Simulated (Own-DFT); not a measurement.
# Shaking the atoms of hexagonal WC, 64 atoms (C32W32)

These are calculations, not measurements. They come from Own-DFT, an in-house plane-wave density functional program, since retired, whose code no person has reviewed. Each row is one single-point run on a periodic cell that was not relaxed, without spin or spin-orbit coupling.

Settings of every run: PBE; PseudoDojo norm-conserving scalar-relativistic files; cutoff 50 hartree; 4 x 4 x 4 k mesh centred on Gamma; cold (Marzari-Vanderbilt) smearing of 0.2 eV.

Known limits, some of them of some rows only: some atoms lie very close together; forces on such cells moved up to 12 meV/angstrom on a denser k mesh; stress not checked against mesh or cutoff.

Cell vectors in Å: (5.833, -5.052, -2.839); (0.000, -5.052, 8.518); (-5.833, -5.052, -2.839). In each run every atom was moved at random and independently from its ideal site; u is the rms move along one axis. E is the free energy for each atom above the fitted value at u = 0, and F the rms of the force components.

```
run   u (Å)  E (meV/atom)  F (eV/Å)  largest force (eV/Å)  P (GPa)
  1  0.0191          15.0     0.563                  2.34     3.34
  2  0.0193          14.5     0.543                  2.21     3.30
  3  0.0202          15.8     0.575                  2.12     3.33
  4  0.0463          81.1     1.267                  4.55     5.93
  5  0.0511             ?         ?                     ?        ?
  6  0.1003         381.6     2.968                 14.09    17.92
  7  0.1022         432.8     3.470                 17.93    20.61
  8  0.1542         902.6     4.933                 23.97    38.18
```

## Worked fit

For small independent moves the energy grows as E = (3/2) K u², with K the mean stiffness felt by one atom. The runs with u up to 0.11 Å give K = 26.2 ± 0.6 eV/Å², with residuals divided by u² + 0.0006 Å², since the noise grows with the moves. The scatter is 4.2 meV/atom at u = 0.05 Å. The forces follow F = G u with G = 29.6 eV/Å²; no force at u = 0 is resolved. G exceeds K because the moves of its neighbours add to the force on an atom, and stiffness differs between atoms. At u = 0.154 Å the parabola gives 934 meV/atom and the run 903. The pressure follows P = 2.64 + 1623 u² GPa: at fixed volume, shortened bonds push harder than stretched ones pull.

## Withheld run

Question: what energy and rms force should run 5 give?

The fit gives 103 ± 5 meV/atom and about 1.51 eV/Å. The calculation gave 90.7 meV/atom and 1.351 eV/Å.
